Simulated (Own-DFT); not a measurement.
# Which defects push the lattice out? wurtzite GaN

No measurement is shown. These are fixed-geometry runs of a retired plane-wave code named Own-DFT, which no person has reviewed; spin and spin-orbit coupling are neglected.

Method: PBE; PseudoDojo norm-conserving scalar-relativistic files; cutoff 42 hartree; 4 x 4 x 3 k mesh centred on Gamma; Fermi-Dirac smearing of 0.1 eV.

Caveats (not all hold for every row): not probed for a lower state with spin; forces not confirmed at this smearing and k mesh; stress not checked against mesh or cutoff.

All runs share one cell, with vectors in Å (9.567, 0.000, 0.000); (-4.784, 8.285, 0.000); (0.000, 0.000, 10.370) and a volume of 822.0 Å³. Atoms were moved at random from their sites; u is the rms move along one axis. The defect's site can differ from row to row.

```
cell,formula,u (Å),P (GPa)
no defect,Ga36N36,0.0199,5.92
no defect,Ga36N36,0.0449,7.05
no defect,Ga36N36,0.0498,7.86
one Ga on an N site,Ga37N35,0.0295,12.01
one Ga on an N site,Ga37N35,0.0296,11.82
one Ga on an N site,Ga37N35,0.0446,12.95
one Ga on an N site,Ga37N35,0.0544,?
one N on a Ga site,Ga35N37,0.0285,5.39
one N on a Ga site,Ga35N37,0.0301,5.37
one N on a Ga site,Ga35N37,0.0459,6.54
```

## What the rows give

P = P0 + c u² + a shift for each defect gives P0 = 5.48 GPa, c = 896 ± 74 GPa/Å² and a scatter of 0.15 GPa. The shifts, and each times the cell's volume:

- one Ga on an N site: 5.66 ± 0.13 GPa, 29.1 eV
- one N on a Ga site: -0.85 ± 0.13 GPa, -4.4 eV

Against the defect-free cell, a freed cell would be larger where the shift is positive and smaller where it is negative (160.2 GPa Å³ is 1 eV). The atoms around the defects weren't relaxed, which would change these numbers.

## Withheld run

Asked: what pressure belongs in the blank (one Ga on an N site, u = 0.0544 Å)?

From the fit: 13.80 ± 0.22 GPa. The run itself gave 14.24 GPa.
